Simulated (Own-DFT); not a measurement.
# What a defect does to the pressure of its cell: grey tin

The numbers are computed, not measured, by runs of the plane-wave DFT program Own-DFT (in-house, retired, unreviewed) at fixed positions, with no spin and no spin-orbit coupling.

All runs used: PBE; PseudoDojo norm-conserving scalar-relativistic files; cutoff 42 hartree; 3 x 3 x 3 k mesh centred on Gamma; cold (Marzari-Vanderbilt) smearing of 0.2 eV.

Limits (not all hold for every row): not probed for a lower state with spin; forces on such cells moved up to 12 meV/angstrom on a denser k mesh; stress not checked against mesh or cutoff.

All runs share one cell, with vectors in Å (12.978, 0.000, 0.000); (0.000, 12.978, 0.000); (0.000, 0.000, 12.978) and a volume of 2185.9 Å³. Atoms were moved at random from their sites; u is the rms move along one axis. The defect's site can differ from row to row.

```
            cell  formula   u (Å)  P (GPa)
       no defect     Sn64  0.0209     3.38
       no defect     Sn64  0.0502     3.62
       no defect     Sn64  0.0505     3.61
two Sn vacancies     Sn62  0.0274     3.09
two Sn vacancies     Sn62  0.0324     3.11
two Sn vacancies     Sn62  0.0491     3.30
two Sn vacancies     Sn62  0.0492        ?
  one Sn vacancy     Sn63  0.0280     3.21
  one Sn vacancy     Sn63  0.0310     3.22
  one Sn vacancy     Sn63  0.0499     3.45
```

## Working it out

P = P0 + c u² + a shift for each defect gives P0 = 3.31 GPa, c = 125 ± 7 GPa/Å² and a scatter of 0.02 GPa. The shifts, and each times the cell's volume:

- one Sn vacancy: -0.19 ± 0.01 GPa, -2.6 eV
- two Sn vacancies: -0.32 ± 0.01 GPa, -4.4 eV (-2.2 eV for each of its 2 sites)

Positive is outwards. The product with the volume (160.2 GPa Å³ to the eV) is nearly free of the cell's size; divided by the bulk modulus at the cell's pressure it gives the volume that the defect adds. The atoms around the defects weren't relaxed, which would change these numbers.

## Test on the hidden row

Q: what pressure belongs in the blank (two Sn vacancies, u = 0.0492 Å)?

Estimate: 3.29 ± 0.02 GPa. DFT gave 3.24 GPa.
